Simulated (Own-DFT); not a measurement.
# Biaxial strain at fixed height in diamond-structure GeSn with randomly placed atoms, 64 atoms (Ge52Sn12)

Everything here is calculated. The program is Own-DFT (plane waves, in-house, since retired, never reviewed by a person); positions were held fixed, and spin and spin-orbit coupling were off.

Method: PBE; PseudoDojo norm-conserving scalar-relativistic files; cutoff 49 hartree; 3 x 3 x 3 k mesh centred on Gamma; Fermi-Dirac smearing of 0.1 eV.

Known weak points: forces on such cells moved up to 12 meV/angstrom on a denser k mesh; stress not checked against mesh or cutoff.

Unstrained cell vectors in Å: (11.628, 0.000, 0.000); (0.000, 11.628, 0.000); (0.000, 0.000, 11.628). The unstrained cell has measured lattice constants (interpolated for alloys), not those of this functional. That, the random moves and any unrelaxed bonds set the pressure at no strain. Each run strains x and y alike by e, as a substrate would, and holds the height along z. Random moves of width 0.05 Å per axis were added to every atom. The random placing of the alloy's atoms differs from row to row. Stress is positive in tension.

| e (%) | u (Å) | (s_xx + s_yy)/2 (GPa) | s_zz (GPa) |
|---|---|---|---|
| -3.00 | 0.052 | -11.53 | -9.69 |
| -2.75 | 0.049 | -10.95 | -9.40 |
| -2.50 | 0.050 | -10.33 | -9.11 |
| -1.25 | 0.049 | -7.59 | -6.80 |
| -0.50 | 0.049 | -6.43 | -6.22 |
| 0.50 | 0.053 | -4.69 | -5.15 |
| 1.00 | 0.050 | ? | ? |
| 1.25 | 0.046 | -3.46 | -4.17 |
| 2.00 | 0.049 | -2.49 | -3.66 |
| 2.25 | 0.051 | -1.99 | -3.04 |

## Worked fit

With e as a fraction, the in-plane stress is -5.5 + 172 e - 977 e² GPa (errors 2 and 130, scatter 0.10), and s_zz is -5.5 + 118 e - 724 e² GPa (slope ± 4, scatter 0.21). At e = 0 the first slope is C11 + C12 and the second 2 C12, both with the ions held to the strained lattice and at the cell's own pressure. The term in e² is negative: the layer stiffens under compression and softens under tension. A free layer would change its height as e changes, and the in-plane slope would drop by 2 C12²/C11 to the biaxial modulus. At fixed height, a misfit of 1 % moves the in-plane stress by about 1.7 GPa and s_zz by 1.2 GPa.

## Withheld run

Question: what are the two stresses at e = 1.00 %?

From the fit: -3.8 and -4.4 GPa. The hidden result is -3.99 and -4.61 GPa.
